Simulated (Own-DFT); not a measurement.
Ge (diamond germanium, atoms displaced) (calculated)

Computed with Own-DFT development build. A calculation, not a measurement: plane-wave PBE density functional theory by an unreviewed code, no spin, of a simulated periodic cell, stress positive in tension, free energy of the whole cell less one offset for each atom, k mesh not checked against a denser one; offsets are fitted by least squares, one for each functional and potential file, so energies compare only between cells with the same atoms and settings and are not formation energies; the far tail of each file's local potential was reset to the Coulomb form; each entry is a single point on an unrelaxed cell, so the pressure reflects the starting lattice, mostly measured values (interpolated for alloys), from which strain is counted, and rises with the displacements; printed positions are rounded, which can move forces by about a meV/angstrom; the program, named Own-DFT, is a retired in-house code; no spin-orbit coupling; before rounding, a Quantum ESPRESSO 7.3.1 run of the same cell and cutoff gave forces within 1 meV/angstrom rms on each cell, which checks the program and not the settings.

Settings shared by all entries: functional PBE; potential files PseudoDojo norm-conserving, scalar-relativistic, standard set; wave cutoff 42 hartree; occupations Fermi-Dirac; smearing width 0.1 eV; k mesh 5 x 5 x 5 centred on Gamma.

(1) Ge (diamond germanium, atoms displaced)

```
CELL_PARAMETERS angstrom
0.00000 5.65800 5.65800
5.65800 0.00000 5.65800
5.65800 5.65800 0.00000
ATOMIC_POSITIONS crystal
Ge 0.00142 0.99246 0.00087
Ge 0.49078 0.00533 0.00087
Ge 0.99555 0.50493 0.00937
Ge 0.99006 0.99736 0.50998
Ge 0.12074 0.12168 0.11972
Ge 0.63762 0.11599 0.12053
Ge 0.10954 0.63895 0.12844
Ge 0.12750 0.13314 0.62078
Ge 0.49969 0.49121 0.50103
Ge 0.00274 0.49857 0.50726
Ge 0.48541 0.00478 0.51291
Ge 0.49805 0.51012 0.99893
Ge 0.62222 0.63901 0.62642
Ge 0.12319 0.62934 0.62428
Ge 0.63028 0.13318 0.61461
Ge 0.62307 0.61174 0.13608
```

- free energy of cell above offsets: -2.086 eV
- pressure: 4.47 GPa
- stress xx: -4.39 GPa
- stress yy: -4.63 GPa
- stress zz: -4.38 GPa
- stress yz: -0.55 GPa
- stress xz: -0.62 GPa
- stress xy: 1.38 GPa

Force:
```csv
element,x (eV/Å),y (eV/Å),z (eV/Å)
Ge,0.28,-0.813,0.997
Ge,-0.724,0.567,0.094
Ge,-0.878,-0.337,-0.328
Ge,-0.622,0.053,1.375
Ge,1.064,0.454,0.176
Ge,1.336,-0.828,-0.542
Ge,-0.967,1.62,-0.303
Ge,0.09,-0.386,-1.305
Ge,1.47,0.063,0.848
Ge,0.373,-0.93,0.111
Ge,-1.025,0.017,1.447
Ge,-0.54,-0.027,-1.09
Ge,-0.888,0.064,-0.703
Ge,0.217,0.755,-0.303
Ge,0.33,0.388,-1.577
Ge,0.485,-0.662,1.103
```

(2) Ge (diamond germanium, atoms displaced)

```
CELL_PARAMETERS angstrom
0.00000 5.65800 5.65800
5.65800 0.00000 5.65800
5.65800 5.65800 0.00000
ATOMIC_POSITIONS crystal
Ge 0.99448 0.01088 0.99690
Ge 0.50005 0.00571 0.99899
Ge 0.00750 0.49946 0.99939
Ge 0.00525 0.99723 0.49295
Ge 0.12109 0.11592 0.13887
Ge 0.62557 0.13442 0.12270
Ge 0.12968 0.62673 0.11180
Ge 0.13060 0.12864 0.61367
Ge 0.48839 0.50087 0.50290
Ge 0.00765 0.50527 0.49721
Ge 0.49831 0.00581 0.50407
Ge 0.51373 0.48841 0.99756
Ge 0.63872 0.62177 0.62415
Ge 0.12353 0.62896 0.62136
Ge 0.63300 0.11518 0.63247
Ge 0.63940 0.62452 0.10618
```

* free energy of cell above offsets: -2.272 eV
* pressure: 4.29 GPa
* stress xx: -4.23 GPa
* stress yy: -4.31 GPa
* stress zz: -4.34 GPa
* stress yz: -0.62 GPa
* stress xz: 0.15 GPa
* stress xy: 0.07 GPa

Force:
```csv
element,x (eV/Å),y (eV/Å),z (eV/Å)
Ge,-0.814,0.241,0.079
Ge,0.033,0.47,-0.507
Ge,-0.69,-0.162,-0.497
Ge,1.073,0.687,-0.406
Ge,-0.802,-1.01,1.274
Ge,-0.512,0.723,-1.189
Ge,0.843,0.747,0.641
Ge,0.582,0.063,-0.323
Ge,-0.843,0.755,1.249
Ge,-0.917,-0.602,-0.139
Ge,-0.726,0.39,0.022
Ge,0.923,-1.204,0.603
Ge,-0.064,-1.052,-0.504
Ge,0.301,0.548,-0.182
Ge,0.383,-0.929,0.463
Ge,1.231,0.336,-0.583
```
